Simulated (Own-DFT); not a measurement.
Simulation results for GaN (wurtzite, atoms displaced)

A calculation, not a measurement: plane-wave PBE density functional theory by an unreviewed code, no spin, of a simulated periodic cell, stress positive in tension, free energy of the whole cell less one offset for each atom, forces on such cells passed a denser k mesh, this cell's mesh not checked; offsets are fitted by least squares, one for each functional and potential file, so energies compare only between cells with the same atoms and settings and are not formation energies; the far tail of each file's local potential was reset to the Coulomb form; each entry is a single point on an unrelaxed cell, so the pressure reflects the starting lattice, mostly measured values (interpolated for alloys), from which strain is counted, and rises with the displacements; printed positions are rounded, which can move forces by about a meV/angstrom; the program, named Own-DFT, is a retired in-house code; no spin-orbit coupling. Program: Own-DFT development build.

Settings shared by all entries: functional PBE; potential files PseudoDojo norm-conserving, scalar-relativistic, standard set; wave cutoff 42 hartree; occupations Fermi-Dirac; smearing width 0.1 eV; hardware one NVIDIA H200; k mesh 3 x 4 x 3 centred on Gamma.

(1) GaN (wurtzite, atoms displaced)

```
CELL_PARAMETERS angstrom
12.75600 0.00000 0.00000
-4.78350 8.28530 0.00000
0.00000 0.00000 10.37000
ATOMIC_POSITIONS crystal
Ga 0.08309 0.22512 0.99658
Ga 0.16551 0.10653 0.24883
N 0.08344 0.22334 0.18753
N 0.16222 0.10940 0.43828
Ga 0.08444 0.22569 0.50094
Ga 0.16499 0.10768 0.74932
N 0.08395 0.22226 0.68763
N 0.16705 0.11335 0.94059
Ga 0.08278 0.55607 0.00241
Ga 0.17007 0.44711 0.25025
N 0.08315 0.55676 0.18709
N 0.16719 0.44234 0.44230
Ga 0.08431 0.55823 0.49714
Ga 0.16576 0.44494 0.75071
N 0.08244 0.55288 0.68975
N 0.16665 0.44504 0.93835
Ga 0.08213 0.89026 0.99452
Ga 0.16450 0.77343 0.24821
N 0.08344 0.88679 0.19040
N 0.16128 0.77306 0.43957
Ga 0.08269 0.89042 0.49998
Ga 0.16660 0.77590 0.75309
N 0.08390 0.88847 0.68499
N 0.16788 0.77577 0.93667
Ga 0.33566 0.22152 0.00038
Ga 0.41775 0.11115 0.25183
N 0.33378 0.22459 0.18864
N 0.41444 0.10923 0.43595
Ga 0.33141 0.22091 0.50172
Ga 0.41298 0.10610 0.75466
N 0.33338 0.22344 0.68875
N 0.41473 0.10788 0.94305
Ga 0.33473 0.55747 0.00362
Ga 0.41429 0.44195 0.25142
N 0.33022 0.55422 0.18801
N 0.41615 0.44624 0.43647
Ga 0.33349 0.55498 0.49964
Ga 0.41751 0.44336 0.74739
N 0.33176 0.55481 0.68768
N 0.41395 0.44531 0.93741
Ga 0.33282 0.88700 0.00085
Ga 0.42048 0.77874 0.24958
N 0.33175 0.88672 0.18781
N 0.41776 0.77863 0.43951
Ga 0.33470 0.89017 0.49809
Ga 0.42119 0.78193 0.74967
N 0.33552 0.89130 0.68892
N 0.41641 0.77407 0.94150
Ga 0.58580 0.22396 0.00199
Ga 0.66892 0.11312 0.24915
N 0.58564 0.22772 0.19230
N 0.66759 0.11153 0.43619
Ga 0.58794 0.22691 0.50104
Ga 0.66756 0.11085 0.74723
N 0.58709 0.22577 0.68809
N 0.66917 0.11164 0.93976
Ga 0.58642 0.56015 0.99938
Ga 0.66522 0.44807 0.25115
N 0.58125 0.55576 0.18956
N 0.66322 0.44537 0.43487
Ga 0.58605 0.56276 0.49866
Ga 0.66811 0.44864 0.74860
N 0.58355 0.55805 0.68977
N 0.66555 0.44271 0.93464
Ga 0.58162 0.88475 0.00057
Ga 0.66553 0.78012 0.24945
N 0.58425 0.89178 0.19314
N 0.66608 0.78281 0.43854
Ga 0.58254 0.88656 0.49979
Ga 0.66722 0.77671 0.74844
N 0.58263 0.88563 0.68930
N 0.66788 0.78033 0.93694
Ga 0.83485 0.22239 0.99866
Ga 0.91671 0.11271 0.25119
N 0.83216 0.22213 0.18826
N 0.91908 0.10999 0.43872
Ga 0.83239 0.22365 0.50028
Ga 0.91799 0.11588 0.74730
N 0.83358 0.22078 0.69012
N 0.91432 0.11021 0.93939
Ga 0.83061 0.55388 0.99814
Ga 0.91583 0.44130 0.24843
N 0.83389 0.55740 0.18672
N 0.91478 0.44475 0.43708
Ga 0.83248 0.55629 0.50035
Ga 0.91516 0.43848 0.75045
N 0.83337 0.55066 0.68847
N 0.91678 0.44563 0.93819
Ga 0.83487 0.89076 0.00322
Ga 0.91482 0.77613 0.24993
N 0.83398 0.88874 0.18794
N 0.91471 0.77255 0.44072
Ga 0.83137 0.88748 0.50101
Ga 0.91654 0.77879 0.74865
N 0.83300 0.88897 0.69082
N 0.91698 0.77656 0.93778
```

| Property | Result |
| --- | --- |
| free energy of cell above offsets | 18.987 eV |
| pressure | 5.93 GPa |
| stress xx | -5.34 GPa |
| stress yy | -6.37 GPa |
| stress zz | -6.07 GPa |
| stress yz | 0.16 GPa |
| stress xz | 0.2 GPa |
| stress xy | 0.12 GPa |
| wall time | 1108 s |

Force:
```
element  x (eV/Å)  y (eV/Å)  z (eV/Å)
     Ga     0.054    -0.203     0.588
     Ga    -0.248     0.565     0.006
      N     0.041    -0.043     0.027
      N     0.676     0.292    -0.024
     Ga    -0.005    -0.576    -0.078
     Ga     0.008     0.464     0.229
      N    -0.037    -0.034     0.338
      N     0.151    -0.207    -0.557
     Ga     0.122    -0.198    -0.613
     Ga    -0.843    -0.697     0.286
      N     0.176    -0.656     0.431
      N    -0.366     0.694    -0.846
     Ga     -0.14    -0.843     0.735
     Ga     0.397     0.037    -0.026
      N    -0.275     0.248    -0.406
      N    -0.058     0.314     0.129
     Ga      0.55    -0.174     0.929
     Ga     0.043     0.586     0.464
      N    -0.328    -0.103    -0.728
      N     0.755     1.008    -0.413
     Ga    -0.011    -0.343    -0.343
     Ga      0.05    -0.125    -0.906
      N     0.006    -0.185     0.796
      N     -0.47     0.334     0.549
     Ga    -0.686     0.501     0.152
     Ga    -0.277    -0.027    -0.589
      N     0.171    -0.569     0.043
      N     0.343     0.479     0.765
     Ga     0.049     0.053    -0.506
     Ga     0.491     0.947    -0.454
      N     0.188    -0.511     0.119
      N     0.619     0.282    -0.435
     Ga    -0.312    -0.728    -0.675
     Ga    -0.031     0.247    -0.349
      N     0.912      0.58     0.412
      N     0.383    -0.209     0.609
     Ga    -0.118     0.193      0.31
     Ga    -0.674     0.338     0.517
      N     0.364     0.338     0.156
      N     0.909    -0.073     0.103
     Ga     0.097    -0.193     0.132
     Ga    -0.995    -0.208     0.237
      N      0.37     0.133     0.359
      N    -0.175      -0.2    -0.295
     Ga    -0.492    -0.316     0.197
     Ga    -0.747    -0.984     0.285
      N    -0.145    -0.519    -0.104
      N    -0.179     0.668    -0.494
     Ga    -0.118    -0.307    -0.021
     Ga    -0.498     0.252     0.129
      N     0.026     -0.54    -0.537
      N    -0.143    -0.122     0.537
     Ga    -0.719     -0.56    -0.317
     Ga    -0.258    -0.117      0.65
      N    -0.625    -0.444     0.213
      N    -0.547    -0.358    -0.243
     Ga    -0.532    -0.638    -0.064
     Ga     0.508     0.068    -0.472
      N     -0.08     0.417    -0.301
      N     0.432     0.334     0.872
     Ga    -0.375    -0.765     0.147
     Ga     0.073    -0.463    -0.088
      N     0.228    -0.223    -0.644
      N    -0.232     0.254     0.528
     Ga     0.144     0.728      0.11
     Ga     0.539     -0.23     0.037
      N      0.13    -0.081    -0.928
      N     0.589    -0.363    -0.235
     Ga    -0.453     0.756     0.201
     Ga    -0.091     0.341     0.466
      N     0.374      0.66    -0.343
      N     0.224    -0.111     0.285
     Ga     -0.28       0.2     0.256
     Ga     0.359    -0.005    -0.156
      N      0.43    -0.085    -0.212
      N    -0.784     0.116     0.228
     Ga     0.565    -0.163    -0.227
     Ga     0.445    -0.756     0.576
      N    -0.254    -0.079    -0.627
      N     0.579     0.107    -0.496
     Ga     0.368     0.105     0.156
     Ga    -0.299      0.54     0.097
      N     -0.19    -0.452     0.077
      N     0.297    -0.138      0.08
     Ga      0.01    -0.542    -0.023
     Ga      0.07     0.846     0.093
      N    -0.205     0.651    -0.026
      N     0.006    -0.182     0.137
     Ga     -0.03    -0.179    -0.688
     Ga     0.422     0.121     0.202
      N    -0.391     0.091      0.48
      N    -0.441     0.781    -0.346
     Ga     0.521     0.278    -0.035
     Ga     0.288    -0.402     0.007
      N      0.04     0.192    -0.436
      N    -0.434     0.096    -0.162
```

(2) GaN (wurtzite, atoms displaced)

```
CELL_PARAMETERS angstrom
12.75600 0.00000 0.00000
-4.78350 8.28530 0.00000
0.00000 0.00000 10.37000
ATOMIC_POSITIONS crystal
Ga 0.08484 0.22243 0.99869
Ga 0.16863 0.11444 0.25105
N 0.08330 0.22436 0.18719
N 0.16654 0.11350 0.43792
Ga 0.08207 0.21894 0.49948
Ga 0.16649 0.11365 0.75329
N 0.08167 0.22109 0.68677
N 0.16582 0.10901 0.94219
Ga 0.08148 0.55098 0.99827
Ga 0.16260 0.44122 0.24951
N 0.08369 0.55817 0.18631
N 0.16660 0.44552 0.43802
Ga 0.08246 0.55232 0.49772
Ga 0.16634 0.44577 0.74796
N 0.08181 0.55297 0.68824
N 0.16603 0.44639 0.93875
Ga 0.08439 0.88939 0.99830
Ga 0.16631 0.77878 0.24854
N 0.08355 0.88920 0.18893
N 0.16738 0.77630 0.43678
Ga 0.08490 0.88519 0.49939
Ga 0.16370 0.77546 0.74707
N 0.08299 0.88816 0.68763
N 0.16597 0.77875 0.93745
Ga 0.33330 0.22212 0.00136
Ga 0.41577 0.10950 0.24715
N 0.33212 0.21794 0.18982
N 0.41610 0.10832 0.43504
Ga 0.33168 0.22624 0.49878
Ga 0.41817 0.11488 0.74790
N 0.33240 0.21481 0.69060
N 0.41496 0.10995 0.94012
Ga 0.33582 0.55438 0.00384
Ga 0.41463 0.44492 0.25529
N 0.33245 0.55526 0.18980
N 0.41570 0.44645 0.43844
Ga 0.33297 0.55786 0.49817
Ga 0.41686 0.44313 0.74881
N 0.33631 0.56008 0.68905
N 0.41763 0.44643 0.93944
Ga 0.33476 0.88885 0.00099
Ga 0.41475 0.77459 0.24917
N 0.33702 0.89081 0.18636
N 0.41860 0.78033 0.43824
Ga 0.33146 0.88735 0.49810
Ga 0.41744 0.78259 0.74969
N 0.33674 0.89158 0.68921
N 0.41684 0.77784 0.94172
Ga 0.58466 0.22665 0.99990
Ga 0.66795 0.11335 0.25265
N 0.58252 0.21952 0.19184
N 0.66723 0.10760 0.43724
Ga 0.58434 0.22078 0.49702
Ga 0.66684 0.11390 0.74756
N 0.58501 0.22442 0.68649
N 0.66832 0.11287 0.93720
Ga 0.58152 0.55374 0.99728
Ga 0.66685 0.44166 0.24729
N 0.58420 0.55627 0.19095
N 0.66609 0.44377 0.43907
Ga 0.58238 0.55883 0.50126
Ga 0.66958 0.44688 0.74813
N 0.58474 0.56010 0.68886
N 0.66600 0.44324 0.94026
Ga 0.58263 0.88744 0.99674
Ga 0.66704 0.78071 0.24878
N 0.58542 0.89013 0.19269
N 0.66808 0.78056 0.43664
Ga 0.58327 0.88430 0.50031
Ga 0.66733 0.78117 0.75390
N 0.58254 0.89316 0.68944
N 0.66522 0.77560 0.94017
Ga 0.83412 0.22422 0.00171
Ga 0.91512 0.11011 0.24507
N 0.83455 0.22346 0.18971
N 0.91367 0.11187 0.43844
Ga 0.83201 0.22119 0.50075
Ga 0.91588 0.10782 0.75190
N 0.83091 0.21911 0.68719
N 0.91730 0.10668 0.93830
Ga 0.83516 0.55784 0.00116
Ga 0.92074 0.44902 0.25320
N 0.83304 0.55714 0.18981
N 0.91661 0.44566 0.43766
Ga 0.83162 0.55822 0.50078
Ga 0.91650 0.44701 0.75271
N 0.83105 0.55024 0.68635
N 0.91912 0.44472 0.94056
Ga 0.83094 0.88670 0.99760
Ga 0.91907 0.77925 0.24696
N 0.83430 0.89228 0.19026
N 0.91835 0.77739 0.43816
Ga 0.83140 0.88971 0.49880
Ga 0.91663 0.77668 0.74934
N 0.83837 0.89072 0.69056
N 0.91405 0.77762 0.93742
```

| Property | Result |
| --- | --- |
| free energy of cell above offsets | 18.984 eV |
| pressure | 5.93 GPa |
| stress xx | -6.24 GPa |
| stress yy | -5.8 GPa |
| stress zz | -5.75 GPa |
| stress yz | 0.03 GPa |
| stress xz | -0.13 GPa |
| stress xy | 0.25 GPa |
| wall time | 1151 s |

Force:
```
element  x (eV/Å)  y (eV/Å)  z (eV/Å)
     Ga    -0.367     0.102     0.131
     Ga    -0.437    -0.435    -0.252
      N     0.203    -0.412     0.032
      N     0.211    -0.518     0.119
     Ga    -0.586     0.233    -0.099
     Ga      0.05    -0.476    -0.316
      N     0.319     0.249     0.385
      N     0.101     0.502    -0.526
     Ga     0.264     1.102     0.259
     Ga     0.213     0.573    -0.001
      N     0.224    -0.128     0.187
      N      0.17    -0.429    -0.041
     Ga    -0.294     0.195     0.345
     Ga     0.414    -0.094     0.253
      N    -0.146      0.23    -0.283
      N     0.808    -0.356     -0.24
     Ga     -0.26    -0.452     0.327
     Ga     0.507      0.16    -0.194
      N     0.126      0.39    -0.274
      N    -0.098    -0.205     0.022
     Ga    -0.543     0.506     -0.03
     Ga     0.727     0.425      0.42
      N    -0.043     0.241     0.083
      N     0.294    -0.382    -0.046
     Ga     0.115     0.013     0.002
     Ga     0.253     0.031     0.458
      N    -0.154     0.904    -0.131
      N    -0.463     0.494     0.475
     Ga     0.865     -0.75      0.22
     Ga     0.712    -0.643      0.58
      N    -0.919     1.255    -0.579
      N     0.353     0.408    -0.322
     Ga    -0.765     0.232    -0.512
     Ga     0.666    -0.129    -1.085
      N    -0.105    -0.444     0.156
      N     0.116     0.037     0.605
     Ga    -0.123     0.179      0.43
     Ga    -0.178     0.087     0.102
      N    -0.197    -0.535    -0.196
      N    -0.143     -0.64    -0.363
     Ga    -0.421    -0.097    -0.396
     Ga     0.425     0.695     0.154
      N    -0.636    -0.575     0.375
      N    -0.235    -0.404    -0.092
     Ga     0.512     0.398     0.357
     Ga     0.173    -0.437     0.444
      N    -0.906    -0.212    -0.345
      N     0.037    -0.281    -0.507
     Ga     0.093     -1.03     0.267
     Ga     0.143    -0.375    -0.424
      N      0.07     0.308    -0.711
      N    -0.282     0.166     0.525
     Ga    -0.267    -0.109     0.054
     Ga     0.026    -0.004     0.383
      N    -0.351     0.125     0.034
      N    -0.192    -0.058     0.145
     Ga     0.356     0.086     0.954
     Ga     -0.39      0.37     0.594
      N    -0.358    -0.223    -0.425
      N    -0.306     0.194    -0.157
     Ga     0.588    -0.224    -0.363
     Ga    -0.689    -0.396     0.307
      N     0.087    -0.264     0.159
      N     0.239     0.613    -0.535
     Ga    -0.056     0.628     0.957
     Ga     0.345    -0.399    -0.001
      N     -0.59     0.002    -0.935
      N    -0.001    -0.594     0.322
     Ga    -0.362     0.677     0.066
     Ga     0.067     0.172    -0.653
      N      0.69    -0.471    -0.088
      N    -0.015      0.08    -0.168
     Ga     0.153    -0.533    -0.139
     Ga     0.196     0.379     0.848
      N    -0.265     0.442    -0.184
      N     0.706    -0.064    -0.363
     Ga    -0.019     0.312    -0.141
     Ga    -0.268     0.641    -0.283
      N     0.526      0.57      0.47
      N    -0.443     0.633     0.242
     Ga    -0.127    -0.251     0.091
     Ga    -0.557    -0.408     -0.52
      N     0.442    -0.173    -0.281
      N    -0.165    -0.078     0.476
     Ga     0.391    -0.363    -0.557
     Ga     0.267    -0.854    -0.412
      N     0.312     0.907     0.445
      N    -0.838    -0.072     -0.36
     Ga     0.176      0.16     0.723
     Ga    -0.578     0.009     0.555
      N     0.231    -0.701    -0.677
      N    -0.378     0.358    -0.063
     Ga     0.786     0.103     0.184
     Ga     0.193    -0.228    -0.061
      N    -1.028    -0.577    -0.469
      N     0.603     -0.09     0.076
```

(3) GaN (wurtzite, atoms displaced)

```
CELL_PARAMETERS angstrom
12.75600 0.00000 0.00000
-4.78350 8.28530 0.00000
0.00000 0.00000 10.37000
ATOMIC_POSITIONS crystal
Ga 0.08369 0.22289 0.99811
Ga 0.16724 0.11121 0.25313
N 0.08102 0.21851 0.18998
N 0.16709 0.11488 0.43891
Ga 0.08738 0.22853 0.49733
Ga 0.16694 0.11541 0.74850
N 0.08641 0.22657 0.68837
N 0.16486 0.10835 0.94076
Ga 0.08514 0.55792 0.00253
Ga 0.16663 0.44587 0.25191
N 0.08101 0.55425 0.18818
N 0.16770 0.44494 0.44016
Ga 0.08367 0.55684 0.50245
Ga 0.16712 0.44630 0.74946
N 0.07993 0.55280 0.68887
N 0.16639 0.44388 0.93864
Ga 0.08413 0.88898 0.00125
Ga 0.16297 0.77728 0.25045
N 0.08574 0.88740 0.18783
N 0.16503 0.77709 0.44006
Ga 0.08311 0.88744 0.49989
Ga 0.16764 0.77805 0.75076
N 0.08277 0.88831 0.68480
N 0.16492 0.77646 0.94227
Ga 0.33292 0.22189 0.00021
Ga 0.41683 0.11220 0.25011
N 0.32974 0.22194 0.18947
N 0.40950 0.10694 0.43584
Ga 0.33472 0.22490 0.50114
Ga 0.41754 0.11476 0.75024
N 0.33327 0.22417 0.68847
N 0.41675 0.10766 0.93943
Ga 0.33310 0.55547 0.99983
Ga 0.41637 0.44236 0.25307
N 0.33047 0.55293 0.18778
N 0.41581 0.44335 0.43851
Ga 0.33497 0.55576 0.50055
Ga 0.41475 0.44706 0.74901
N 0.33150 0.55374 0.68912
N 0.41664 0.44803 0.93795
Ga 0.33208 0.88675 0.99931
Ga 0.41600 0.77715 0.24978
N 0.33619 0.89705 0.18504
N 0.41493 0.77962 0.43842
Ga 0.33560 0.89401 0.50012
Ga 0.41557 0.77578 0.74863
N 0.33239 0.88702 0.68965
N 0.41922 0.77828 0.93648
Ga 0.58314 0.22422 0.00035
Ga 0.66679 0.11122 0.24975
N 0.58281 0.22186 0.18919
N 0.66349 0.11178 0.43650
Ga 0.58124 0.22336 0.50134
Ga 0.66562 0.11289 0.75204
N 0.58186 0.21910 0.68706
N 0.66792 0.11555 0.93730
Ga 0.58187 0.55124 0.99936
Ga 0.66569 0.44486 0.24828
N 0.58673 0.56109 0.18786
N 0.66899 0.44788 0.43711
Ga 0.57985 0.55474 0.49973
Ga 0.66641 0.44149 0.75119
N 0.58544 0.55582 0.68797
N 0.66592 0.44262 0.93599
Ga 0.58443 0.88653 0.00319
Ga 0.66310 0.77406 0.25146
N 0.58388 0.88550 0.19055
N 0.66797 0.77963 0.44255
Ga 0.58042 0.88749 0.50132
Ga 0.66827 0.77884 0.75206
N 0.58239 0.89188 0.68808
N 0.66872 0.78132 0.94177
Ga 0.83425 0.22161 0.99968
Ga 0.91602 0.11097 0.25158
N 0.83164 0.21926 0.18378
N 0.91799 0.11306 0.44041
Ga 0.83338 0.22296 0.50008
Ga 0.91896 0.11188 0.74936
N 0.83117 0.21973 0.68558
N 0.91049 0.10572 0.93864
Ga 0.83409 0.56008 0.00489
Ga 0.91516 0.44444 0.25107
N 0.83005 0.55344 0.18733
N 0.91811 0.44651 0.43830
Ga 0.83191 0.55550 0.49934
Ga 0.91760 0.44446 0.74935
N 0.83037 0.55215 0.68740
N 0.91729 0.44356 0.94399
Ga 0.83416 0.88758 0.99962
Ga 0.91557 0.77543 0.25044
N 0.83422 0.89026 0.18799
N 0.91714 0.78136 0.43561
Ga 0.83118 0.88996 0.50143
Ga 0.91581 0.77531 0.75308
N 0.83508 0.89036 0.68725
N 0.91614 0.77595 0.93649
```

| Item | Value |
| --- | --- |
| stress zz | — |

## Withheld values
1. What stress zz does the calculation give for GaN (wurtzite, atoms displaced) (entry 3)?
2. Give the table of force values for GaN (wurtzite, atoms displaced) (entry 3).

## Answers
1. -6.81 GPa
2. 
Force:
```
element  x (eV/Å)  y (eV/Å)  z (eV/Å)
     Ga    -0.526    -0.408     0.542
     Ga     -0.53    -0.259    -0.357
      N     0.195      0.58    -0.234
      N     0.398    -0.367     0.278
     Ga    -0.454    -0.893      0.47
     Ga     0.202    -0.808     0.261
      N    -0.337    -0.167    -0.164
      N     0.153     0.376    -0.631
     Ga    -0.244    -0.617    -0.249
     Ga    -0.254    -0.506    -0.286
      N      0.29     0.166     0.482
      N    -0.074     0.743    -0.174
     Ga     0.014    -0.064    -0.347
     Ga    -0.359    -0.115     0.301
      N     0.639     0.542     0.125
      N    -0.013      0.21    -0.134
     Ga     -0.28    -0.115    -0.053
     Ga     1.182    -0.065     0.144
      N    -1.031     0.299     0.161
      N     0.499     0.118     -0.26
     Ga    -0.416     0.413    -0.245
     Ga    -0.501    -0.047     0.054
      N     0.043     0.152     0.946
      N     0.295     0.177    -0.781
     Ga     0.041     0.006    -0.025
     Ga    -0.231     0.182    -0.328
      N     0.802     0.305    -0.187
      N     0.802     1.069     0.417
     Ga    -0.459    -0.591     -0.06
     Ga    -0.055    -0.588     0.217
      N     0.146     0.065     0.081
      N      -0.5     0.588    -0.267
     Ga    -0.141     0.224     0.059
     Ga    -0.154     0.317    -0.876
      N     0.447     0.329     0.298
      N     0.005     0.256     0.097
     Ga    -0.548     0.283    -0.073
     Ga     0.891    -0.072     0.254
      N     0.031     0.372    -0.406
      N     0.235    -0.681    -0.027
     Ga     0.384     0.057    -0.069
     Ga    -0.346     0.203     -0.24
      N    -0.047    -1.314     0.622
      N     0.261     -0.42    -0.013
     Ga    -0.543    -0.953     0.237
     Ga     0.203     0.421     0.228
      N    -0.006     0.441    -0.156
      N    -0.382    -0.176     0.335
     Ga     0.306    -0.459     0.083
     Ga     0.031    -0.133    -0.098
      N    -0.112     0.218    -0.138
      N     0.324     -0.04     0.345
     Ga     0.098    -0.037     -0.65
     Ga     0.422    -0.279    -0.227
      N    -0.299     0.412     0.124
      N    -0.114    -0.611     0.518
     Ga    -0.017     0.748    -0.132
     Ga    -0.002    -0.188     0.345
      N    -0.547    -1.294    -0.012
      N     -0.81    -0.512      0.02
     Ga     0.979     0.367     0.227
     Ga    -0.196     0.121    -0.449
      N    -0.595    -0.105     0.206
      N     0.048       0.4     0.606
     Ga    -0.364     0.717      -0.4
     Ga     0.924     0.955     0.312
      N    -0.616     0.355    -0.067
      N     -0.74     -0.41    -0.582
     Ga     0.315      0.51    -0.169
     Ga    -0.275     0.193    -0.181
      N     0.361    -0.503     0.231
      N      0.07    -0.907    -0.503
     Ga    -0.425     0.087    -0.231
     Ga    -0.081     -0.11    -0.122
      N     0.004     0.373     1.093
      N     -0.12     0.052    -0.124
     Ga    -0.268    -0.131    -0.283
     Ga    -0.444     0.024    -0.018
      N     0.244     0.281       0.6
      N     1.152      0.64    -0.407
     Ga     0.299     -0.88    -1.028
     Ga     0.078    -0.453    -0.347
      N      0.37     0.251     0.576
      N      -0.2    -0.142     0.031
     Ga     0.339     0.473     0.048
     Ga    -0.655    -0.473     0.657
      N     0.394     0.295      0.17
      N    -0.232     0.472    -0.821
     Ga    -0.118     0.077     0.404
     Ga    -0.107     0.514    -0.231
      N    -0.125    -0.476      0.21
      N     -0.03    -0.395     0.543
     Ga     0.757      0.19    -0.209
     Ga     0.068      0.08    -1.008
      N    -0.004    -0.223     0.493
      N     0.187     0.283     0.631
```

Further results for GaN (wurtzite, atoms displaced) (entry 3):

| Quantity | Value |
| --- | --- |
| free energy of cell above offsets | 18.994 eV |
| pressure | 5.9 GPa |
| stress xx | -5.5 GPa |
| stress yy | -5.39 GPa |
| stress yz | 0.14 GPa |
| stress xz | 0.11 GPa |
| stress xy | 0.15 GPa |
| wall time | 1184 s |
